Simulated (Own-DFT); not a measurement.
# What a defect does to the pressure of its cell: C40 NbSi2

Source: density functional calculations with Own-DFT, an unreviewed in-house program that is no longer used. Nothing was measured or relaxed, and spin and spin-orbit coupling are left out.

All runs used: PBE; PseudoDojo norm-conserving scalar-relativistic files; cutoff 42 hartree; 4 x 4 x 5 k mesh centred on Gamma; cold (Marzari-Vanderbilt) smearing of 0.2 eV.

Keep in mind: forces on such cells failed a check on a denser k mesh; stress not checked against mesh or cutoff.

All runs share one cell, with vectors in Å (0.000, 8.324, 0.000); (-9.613, 0.000, 0.000); (0.000, 0.000, 6.586) and a volume of 527.0 Å³. u is the rms random offset of the atoms per axis. The defect's site can differ from row to row.

```
                    cell   formula   u (Å)  P (GPa)
               no defect  Nb12Si24  0.0198     1.48
               no defect  Nb12Si24  0.0530     2.84
               no defect  Nb12Si24  0.0540     2.97
two Si on a Nb site each  Nb10Si26  0.0302        ?
two Si on a Nb site each  Nb10Si26  0.0308     1.76
two Si on a Nb site each  Nb10Si26  0.0478     2.13
two Si on a Nb site each  Nb10Si26  0.0489     2.55
        two Nb vacancies  Nb10Si24  0.0274     0.21
        two Nb vacancies  Nb10Si24  0.0302    -0.17
        two Nb vacancies  Nb10Si24  0.0441     0.49
          one Si vacancy  Nb12Si23  0.0297     0.98
          one Si vacancy  Nb12Si23  0.0314     1.03
          one Si vacancy  Nb12Si23  0.0480     1.81
two Nb on a Si site each  Nb14Si22  0.0309     7.49
two Nb on a Si site each  Nb14Si22  0.0439     8.20
two Nb on a Si site each  Nb14Si22  0.0492     8.40
```

## Fit

P = P0 + c u² + a shift for each defect gives P0 = 1.32 GPa, c = 546 ± 55 GPa/Å² and a scatter of 0.16 GPa. The shifts, and each times the cell's volume:

- two Nb on a Si site each: 5.75 ± 0.13 GPa, 18.9 eV (9.5 eV for each of its 2 sites)
- two Si on a Nb site each: -0.20 ± 0.13 GPa, -0.6 eV (-0.3 eV for each of its 2 sites) (not resolved)
- one Si vacancy: -0.81 ± 0.14 GPa, -2.6 eV
- two Nb vacancies: -1.80 ± 0.14 GPa, -5.9 eV (-3.0 eV for each of its 2 sites)

Against the defect-free cell, a freed cell would be larger where the shift is positive and smaller where it is negative (160.2 GPa Å³ is 1 eV). The atoms around the defects weren't relaxed, which would change these numbers.

## Withheld run

Question: what pressure belongs in the blank (two Si on a Nb site each, u = 0.0302 Å)?

The fitted form gives 1.62 ± 0.19 GPa. The run itself gave 1.70 GPa.
